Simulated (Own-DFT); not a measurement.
GaP (zincblende, strained, atoms displaced) (calculated)

Computed with Own-DFT development build. A calculation, not a measurement: plane-wave PBE density functional theory by an unreviewed code, no spin, of a simulated periodic cell, stress positive in tension, free energy of the whole cell less one offset for each atom, forces on such cells passed a denser k mesh, this cell's mesh not checked; offsets are fitted by least squares, one for each functional and potential file, so energies compare only between cells with the same atoms and settings and are not formation energies; the far tail of each file's local potential was reset to the Coulomb form; each entry is a single point on an unrelaxed cell, so the pressure reflects the starting lattice, mostly measured values (interpolated for alloys), from which strain is counted, and rises with the displacements; printed positions are rounded, which can move forces by about a meV/angstrom; the program, named Own-DFT, is a retired in-house code; no spin-orbit coupling.

```cif
# cell vector a (Å): 10.8620 0.0000 0.0000
# cell vector b (Å): 0.0000 10.8620 0.0000
# cell vector c (Å): 0.0000 0.0000 10.9361
data_GaP
_symmetry_space_group_name_H-M 'P 1'
_symmetry_Int_Tables_number 1
_cell_length_a 10.8620
_cell_length_b 10.8620
_cell_length_c 10.9361
_cell_angle_alpha 90.000
_cell_angle_beta 90.000
_cell_angle_gamma 90.000
_cell_volume 1290.27
loop_
_atom_site_label
_atom_site_type_symbol
_atom_site_fract_x
_atom_site_fract_y
_atom_site_fract_z
_atom_site_occupancy
Ga1 Ga 0.99862 0.99890 0.00121 1
Ga2 Ga 0.00037 0.25071 0.24882 1
Ga3 Ga 0.24952 0.00069 0.24812 1
Ga4 Ga 0.25182 0.24958 0.00216 1
P1 P 0.12551 0.12004 0.12261 1
P2 P 0.12252 0.37445 0.37548 1
P3 P 0.37127 0.12121 0.37569 1
P4 P 0.37082 0.37086 0.12713 1
Ga5 Ga 0.99828 0.00293 0.49744 1
Ga6 Ga 0.99426 0.25067 0.75365 1
Ga7 Ga 0.24954 0.99702 0.74686 1
Ga8 Ga 0.24815 0.25220 0.49669 1
P5 P 0.11993 0.12643 0.62797 1
P6 P 0.12218 0.37305 0.87703 1
P7 P 0.37910 0.12692 0.87740 1
P8 P 0.37718 0.37294 0.62021 1
Ga9 Ga 0.99867 0.49714 0.99918 1
Ga10 Ga 0.00379 0.74809 0.25332 1
Ga11 Ga 0.24679 0.49925 0.25331 1
Ga12 Ga 0.24636 0.75136 0.99832 1
P9 P 0.11990 0.62433 0.12595 1
P10 P 0.12929 0.87671 0.37374 1
P11 P 0.37198 0.62848 0.37811 1
P12 P 0.37482 0.87355 0.12607 1
Ga13 Ga 0.99827 0.50254 0.49862 1
Ga14 Ga 0.99344 0.74270 0.75236 1
Ga15 Ga 0.24929 0.50193 0.74549 1
Ga16 Ga 0.25075 0.74659 0.50091 1
P13 P 0.12483 0.62374 0.62626 1
P14 P 0.12389 0.87232 0.87253 1
P15 P 0.37097 0.62112 0.87554 1
P16 P 0.37481 0.87863 0.62509 1
Ga17 Ga 0.50201 0.99676 0.00046 1
Ga18 Ga 0.50254 0.24981 0.24950 1
Ga19 Ga 0.75354 0.00201 0.24659 1
Ga20 Ga 0.75209 0.25099 0.00567 1
P17 P 0.62649 0.12605 0.12333 1
P18 P 0.62396 0.37396 0.37856 1
P19 P 0.87694 0.12527 0.37088 1
P20 P 0.87043 0.37383 0.12992 1
Ga21 Ga 0.49973 0.00047 0.49638 1
Ga22 Ga 0.49707 0.25415 0.74723 1
Ga23 Ga 0.75001 0.00145 0.75005 1
Ga24 Ga 0.74888 0.25188 0.49755 1
P21 P 0.62580 0.12439 0.62175 1
P22 P 0.62113 0.37305 0.87762 1
P23 P 0.87620 0.12950 0.87018 1
P24 P 0.86809 0.37818 0.62248 1
Ga25 Ga 0.50065 0.49993 0.99663 1
Ga26 Ga 0.50559 0.75006 0.25089 1
Ga27 Ga 0.75674 0.50489 0.25285 1
Ga28 Ga 0.75640 0.74561 0.00226 1
P25 P 0.62632 0.62432 0.12156 1
P26 P 0.62881 0.87178 0.37485 1
P27 P 0.87618 0.62308 0.37417 1
P28 P 0.87611 0.87149 0.12784 1
Ga29 Ga 0.49994 0.50361 0.49830 1
Ga30 Ga 0.50243 0.74942 0.74688 1
Ga31 Ga 0.74993 0.50058 0.74833 1
Ga32 Ga 0.74893 0.74812 0.49706 1
P29 P 0.62441 0.62432 0.62627 1
P30 P 0.62483 0.87292 0.87426 1
P31 P 0.87235 0.62260 0.87711 1
P32 P 0.87954 0.87834 0.62455 1
_calc_functional 'PBE'
_calc_potential_files 'PseudoDojo norm-conserving, scalar-relativistic, standard set'
_calc_wave_cutoff 42  # hartree
_calc_occupations 'Fermi-Dirac'
_calc_smearing_width 0.1  # eV
_calc_hardware 'one NVIDIA H100'
_calc_k_mesh '3 x 3 x 3 centred on Gamma'
_calc_free_energy_of_cell_above_offsets '-35.142'  # eV
_calc_pressure 3.17  # GPa
_calc_stress_xx -3.32  # GPa
_calc_stress_yy -3.34  # GPa
_calc_stress_zz -2.85  # GPa
_calc_stress_yz -0.27  # GPa
_calc_stress_xz -0.24  # GPa
_calc_stress_xy 0.17  # GPa
_calc_wall_time 507.6  # s
```

Force:
```csv
element,x (eV/Å),y (eV/Å),z (eV/Å)
Ga,-0.082,-0.14,-0.497
Ga,0.251,-0.275,-0.227
Ga,0.188,-0.221,-0.069
Ga,-0.338,-0.298,-0.354
P,-0.17,0.652,0.169
P,-0.134,0.147,-0.005
P,0.373,0.562,-0.344
P,0.588,0.795,0.137
Ga,0.481,-0.149,0.028
Ga,0.508,0.693,-0.846
Ga,-0.087,0.661,0.562
Ga,-0.088,-0.516,0.477
P,0.398,0.182,-0.341
P,0.453,0.145,-0.352
P,-0.451,-0.377,-0.433
P,-0.504,0.561,0.093
Ga,-0.133,-0.087,0.362
Ga,-0.115,0.353,0.028
Ga,0.191,0.156,-0.295
Ga,0.188,-0.273,0.275
P,0.531,-0.17,-0.213
P,-0.4,-0.241,0.409
P,0.552,-0.467,-0.729
P,0.13,-0.09,-0.091
Ga,0.152,-0.418,0.38
Ga,0.516,0.653,-0.286
Ga,0.096,-0.83,0.368
Ga,-0.277,0.807,0.367
P,-0.423,0.211,-0.296
P,-0.334,0.145,-0.007
P,0.345,0.588,-0.231
P,0.259,-0.649,-0.303
Ga,-0.136,0.137,-0.014
Ga,-0.389,-0.158,0.246
Ga,-0.351,-0.242,0.171
Ga,-0.213,-0.114,-0.808
P,-0.143,-0.399,0.217
P,0.099,0.615,-0.741
P,-0.289,0.239,0.341
P,0.698,0.325,-0.333
Ga,0.168,-0.205,0.185
Ga,0.406,-0.615,0.141
Ga,-0.089,-0.146,-0.117
Ga,0.131,-0.498,0.074
P,-0.182,0.178,0.215
P,0.725,0.062,-0.401
P,-0.703,-0.765,1.25
P,0.838,-0.28,0.135
Ga,-0.496,-0.199,0.52
Ga,-0.485,-0.142,-0.207
Ga,-1.222,-0.622,-0.26
Ga,-0.695,0.649,-0.144
P,-0.009,-0.231,0.485
P,-0.16,0.727,-0.22
P,0.214,0.74,0.369
P,0.178,0.16,-0.164
Ga,-0.079,-0.219,0.104
Ga,-0.638,0.076,0.416
Ga,-0.533,-0.227,0.517
Ga,0.455,0.13,0.683
P,0.179,0.093,-0.369
P,0.53,-0.101,0.197
P,0.138,-0.432,-0.187
P,-0.612,-0.649,-0.037
```
